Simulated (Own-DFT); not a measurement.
# How strain changes the stress of 4H SiC, 32 atoms (C16Si16)

All numbers below are calculated, not measured. The program, named Own-DFT, is a retired in-house plane-wave density functional code that no person has reviewed. Each row is one single-point run on a periodic cell that was not relaxed, without spin or spin-orbit coupling.

Settings of every run: PBE; PseudoDojo norm-conserving scalar-relativistic files; cutoff 42 hartree; 5 x 5 x 3 k mesh centred on Gamma; Fermi-Dirac smearing of 0.1 eV.

Known limits: forces on such cells passed a denser k mesh, each cell not checked; stress not checked against mesh or cutoff.

Unstrained cell vectors in Å: (6.165, 0.000, 0.000); (-3.083, 5.339, 0.000); (0.000, 0.000, 10.068). The unstrained cell has measured lattice constants (interpolated for alloys), not those of this functional. That, the random moves and any unrelaxed bonds set the pressure at no strain. Each run strains this cell uniformly, with the atoms carried along. Every atom was also moved at random, by a Gaussian of width 0.05 Å on each axis. Strain is the symmetric tensor, in per cent. Stress is positive in tension, and the pressure is minus a third of its trace.

| run | e_xx (%) | e_yy (%) | e_zz (%) | e_yz (%) | e_xz (%) | e_xy (%) | s_xx (GPa) | s_yy (GPa) | s_zz (GPa) | s_yz (GPa) | s_xz (GPa) | s_xy (GPa) | P (GPa) | E (meV/atom) |
|---|---|---|---|---|---|---|---|---|---|---|---|---|---|---|
| 1 | 1.45 | -1.23 | 1.09 | 1.18 | 0.32 | 1.56 | 3.86 | -10.38 | -2.26 | 2.01 | 0.67 | 7.08 | 2.93 | 32.8 |
| 2 | 1.23 | 0.43 | -0.69 | -1.17 | -1.77 | -1.99 | 1.06 | -2.67 | -10.24 | -3.43 | -5.05 | -10.88 | 3.95 | 33.0 |
| 3 | 1.70 | -1.21 | -0.65 | -1.28 | -0.01 | -1.59 | 2.93 | -12.57 | -6.25 | -4.94 | 0.73 | -5.07 | 5.30 | 15.0 |
| 4 | 1.78 | 0.88 | 1.82 | 1.03 | 1.13 | 0.66 | 3.05 | 1.88 | 6.51 | 2.94 | 4.74 | 5.52 | -3.81 | 20.0 |
| 5 | -0.33 | 1.83 | 1.37 | 0.37 | -0.20 | 1.91 | -4.50 | 6.97 | -0.06 | 0.97 | -0.34 | 8.47 | -0.80 | 15.2 |
| 6 | -1.52 | 1.31 | -0.72 | 1.87 | 0.01 | 1.15 | -12.38 | 1.01 | -10.76 | 5.82 | -0.57 | 5.47 | 7.37 | 23.1 |
| 7 | -0.58 | 0.64 | 1.67 | -0.37 | 0.34 | 1.20 | -6.96 | -2.80 | 4.49 | -0.63 | 0.58 | 5.62 | 1.76 | 17.3 |
| 8 | -0.72 | -1.93 | 0.47 | -1.63 | -0.62 | 0.53 | -7.87 | -16.61 | -4.90 | -3.92 | -3.88 | 2.51 | 9.80 | 2.9 |
| 9 | 1.01 | -1.26 | 1.66 | -0.37 | 1.54 | 1.07 | 1.58 | -9.73 | 2.24 | -2.23 | 4.95 | 4.23 | 1.97 | 0.0 |
| 10 | -0.68 | 1.95 | -1.52 | -1.69 | 0.20 | 1.61 | -7.48 | 5.40 | -15.09 | -5.71 | 0.40 | 7.91 | 5.72 | 2.9 |
| 11 | 1.34 | -1.12 | -1.20 | 0.51 | 1.88 | 1.19 | 0.52 | -11.30 | -13.48 | -0.47 | 6.51 | 7.70 | 8.09 | 36.9 |
| 12 | -0.94 | -1.24 | -1.92 | -0.65 | 0.38 | -0.76 | -13.19 | -12.83 | -21.51 | -2.68 | 1.48 | -1.22 | 15.84 | 66.3 |
| 13 | -1.63 | -1.08 | 1.29 | -1.13 | -0.60 | -1.31 | -14.41 | -15.23 | 2.09 | -3.60 | -2.41 | -6.62 | 9.18 | 26.3 |
| 14 | -1.33 | 1.29 | -1.56 | 1.22 | 0.28 | -1.98 | -12.27 | -0.47 | -16.17 | 3.91 | 1.64 | -9.44 | 9.64 | 37.9 |
| 15 | -1.51 | -1.12 | 1.63 | -0.46 | 0.13 | -1.60 | -14.26 | -9.92 | 1.06 | -0.62 | 1.42 | -9.80 | 7.71 | 21.2 |
| 16 | 0.05 | -1.77 | -1.09 | -1.62 | -0.89 | -0.93 | ? | ? | ? | ? | ? | ? | ? | ? |

E is the free energy for each atom above the lowest run shown.

## Worked fit

Each stress component was fitted by least squares to a constant and the strains of the runs shown, as fractions, with shears doubled. Shear strains stay in the fit of a normal stress only where such slopes are resolved. The slopes, in GPa:

| stress | at no strain | per e_xx | per e_yy | per e_zz | scatter |
|---|---|---|---|---|---|
| s_xx | -5.1 | 527 ± 28 | 48 ± 28 | 46 ± 26 | 1.35 |
| s_yy | -5.3 | 76 ± 32 | 578 ± 31 | 48 ± 29 | 1.51 |
| s_zz | -6.6 | 63 ± 40 | 39 ± 39 | 595 ± 37 | 1.93 |

Each shear stress against twice its own strain: yz 149 ± 9, xz 186 ± 10, xy 237 ± 16 GPa. These are stiffnesses along x, y and z of the frame in which the cell vectors are given, which need not be the crystal's axes. The atoms are held to the strained lattice; where symmetry lets them move under strain, relaxing them would lower some slopes. The table should be nearly symmetric about its diagonal, and what it lacks of that shows the noise. A ninth of its sum, 224 ± 7 GPa, estimates the bulk modulus near the mean pressure of these runs, 5.6 GPa, so it lies above the value at zero pressure.

## Withheld run

Question: what normal stresses and pressure should run 16 give?

The fit gives s_xx = -6.2, s_yy = -16.0, s_zz = -13.8 and P = 12.0 GPa. The calculation gave -5.91, -12.92, -17.52 and P = 12.12 GPa.
